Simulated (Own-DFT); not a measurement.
# Cleaving wurtzite AlN, m plane (10-10)

No measurement is shown. These are fixed-geometry runs of a retired plane-wave code named Own-DFT, which no person has reviewed; spin and spin-orbit coupling are neglected.

Caveats (not all hold for every row): some atoms lie very close together; forces not confirmed at this smearing and k mesh; k mesh not checked against a denser one.

Both sets of runs: PBE; PseudoDojo norm-conserving scalar-relativistic files; cutoff 42 hartree; Gaussian smearing of 0.01 eV. The slab has 128 atoms in 16 layers, two equal faces of 62.02 Å² as cut, 15 Å of vacuum, a dipole correction along the normal and a 6 x 3 x 1 mesh. The bulk cell has 72 atoms, the same measured lattice constants and a 4 x 4 x 3 mesh. In the slab only the 32 atoms nearest the faces were moved at random; u is their rms move along one axis. Energies are counted from -174.06 eV for each atom.

| slab run | u (Å) | E (eV, cell) |
|---|---|---|
| 1 | 0.0437 | 20.319 |
| 2 | 0.0496 | 21.264 |
| 3 | 0.0511 | 20.869 |
| 4 | 0.0513 | 21.705 |
| 5 | 0.0519 | 21.721 |
| 6 | 0.0547 | 21.978 |
| 7 | 0.0938 | 27.628 |
| 8 | 0.0993 | 27.425 |
| 9 | 0.1017 | 28.233 |
| 10 | 0.1029 | 28.711 |
| 11 | 0.1030 | 29.904 |
| 12 | 0.1223 | 32.146 |

```
bulk run   u (Å)  E (meV/atom)
       1  0.0196         -3.08
       2  0.0196         -2.88
       3  0.0218          0.58
       4  0.0930        251.69
       5  0.0945        289.54
       6  0.0979        304.91
       7  0.0995        310.16
       8  0.0998        417.56
       9  0.1002        318.17
      10  0.1029        359.70
```

Q: what is the energy of the unrelaxed surface?

## Worked answer

Take each set to u = 0 with E = a + b u². Residuals are scaled by 1/(u² + 0.0006 Å²) to tame the large moves. Slab: a = 18.83 ± 0.20 eV. Bulk: a = -16.3 ± 2.1 meV/atom. The excess is 18.83 - 128 x (-0.0163) = 20.92 ± 0.34 eV. Over two faces that is 169 meV/Å², or 2.70 ± 0.04 J/m². Relaxing the faces would lower the energy, and the unlike meshes and the reach from the smallest u down to zero add errors that aren't counted here.
